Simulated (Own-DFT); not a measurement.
# Energy and forces against displacement in rutile TiO2, 72 atoms (O48Ti24)

All numbers below are calculated, not measured. The program, named Own-DFT, is a retired in-house plane-wave density functional code that no person has reviewed. Each row is one single-point run on a periodic cell that was not relaxed, without spin or spin-orbit coupling.

Settings of every run: PBE; PseudoDojo norm-conserving scalar-relativistic files; cutoff 72 hartree; 3 x 3 x 3 k mesh centred on Gamma; Fermi-Dirac smearing of 0.1 eV.

Known limits: oxygen file: force components 24 meV/angstrom off all-electron in a glass; forces on such cells passed a denser k mesh, each cell not checked; stress not checked against mesh or cutoff.

Cell vectors in Å: (9.187, 0.000, 0.000); (0.000, 9.187, 0.000); (0.000, 0.000, 8.876). In each run every atom was moved at random and independently from its ideal site; u is the rms move along one axis. E is the free energy for each atom above the fitted value at u = 0, and F the rms of the force components.

```
run   u (Å)  E (meV/atom)  F (eV/Å)  largest force (eV/Å)  P (GPa)
  1  0.0178           6.2     0.361                  1.44     4.73
  2  0.0200           7.3     0.363                  1.19     4.90
  3  0.0488          44.1     0.874                  3.39     7.07
  4  0.0519             ?         ?                     ?        ?
  5  0.0771         116.5     1.510                  7.48     8.73
  6  0.0852         134.0     1.576                  6.54    10.01
  7  0.1152         304.3     2.901                 14.62    15.22
```

## Worked fit

For small independent moves the energy grows as E = (3/2) K u², with K the mean stiffness felt by one atom. The runs with u up to 0.11 Å give K = 12.6 ± 0.2 eV/Å², with residuals divided by u² + 0.0006 Å², since the noise grows with the moves. The scatter is 1.6 meV/atom at u = 0.05 Å. The forces follow F = G u with G = 18.9 eV/Å²; no force at u = 0 is resolved. G exceeds K because the moves of its neighbours add to the force on an atom, and stiffness differs between atoms. The pressure follows P = 4.75 + 717 u² GPa: at fixed volume, shortened bonds push harder than stretched ones pull.

## Withheld run

Question: what energy and rms force should run 4 give?

The fit gives 51 ± 2 meV/atom and about 0.98 eV/Å. The calculation gave 68.1 meV/atom and 1.242 eV/Å. This run lies off the fit, by chance or by something that the fit leaves out.
